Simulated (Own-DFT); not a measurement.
# Response to strain: diamond-structure GeSn with randomly placed atoms, 64 atoms (Ge60Sn4)

Calculated results; nothing here was measured. They come from Own-DFT, an in-house plane-wave density functional program, since retired, whose code no person has reviewed. Each row is one single-point run on a periodic cell that was not relaxed, without spin or spin-orbit coupling.

Settings of every run: PBE; PseudoDojo norm-conserving scalar-relativistic files; cutoff 49 hartree; 3 x 3 x 3 k mesh centred on Gamma; Fermi-Dirac smearing of 0.1 eV.

Known limits: forces on such cells moved up to 12 meV/angstrom on a denser k mesh; stress not checked against mesh or cutoff.

Unstrained cell vectors in Å: (11.420, 0.000, 0.000); (0.000, 11.420, 0.000); (0.000, 0.000, 11.420). The unstrained cell has measured lattice constants (interpolated for alloys), not those of this functional. That, the random moves and any unrelaxed bonds set the pressure at no strain. Each run strains this cell uniformly, with the atoms carried along. Every atom was also moved at random, by a Gaussian of width 0.05 Å on each axis. The random placing of the alloy's atoms differs from row to row. Strain is the symmetric tensor, in per cent. Stress is positive in tension, and the pressure is minus a third of its trace.

```
run,e_xx (%),e_yy (%),e_zz (%),s_xx (GPa),s_yy (GPa),s_zz (GPa),P (GPa),E (meV/atom)
1,1.50,1.50,0.00,-2.40,-2.36,-3.29,2.68,11.9
2,-2.00,-2.00,0.00,-8.84,-8.85,-7.35,8.35,75.9
3,1.00,1.00,0.00,-2.96,-2.93,-3.54,3.14,0.0
4,-1.75,-1.75,0.00,-8.57,-8.30,-7.26,8.04,78.8
5,2.00,2.00,0.00,-1.71,-1.77,-2.78,2.08,11.5
6,-2.50,-2.50,0.00,-9.66,-9.66,-7.81,9.05,70.6
7,-1.25,-1.25,0.00,-7.20,-7.37,-6.53,7.03,60.7
8,3.00,3.00,0.00,-0.45,-0.33,-1.91,0.90,10.1
9,0.25,0.25,0.00,?,?,?,?,?
```

E is the free energy for each atom above the lowest run shown.

## Worked fit

The change of volume is close to e_xx + e_yy + e_zz. A straight line through the runs shown gives P = 5.19 - 77 x (fractional change of volume) GPa, with an error of 3 on the slope and a scatter of 0.29 GPa. The strain isn't the same on all axes, but the crystal is cubic, so the slope still estimates the bulk modulus, averaged over pressures from 0.9 to 9.0 GPa.

## Withheld run

Question: what pressure should run 9 give? Its volume changes by 0.50 %.

The line gives 4.8 GPa. The calculation gave 4.50 GPa.
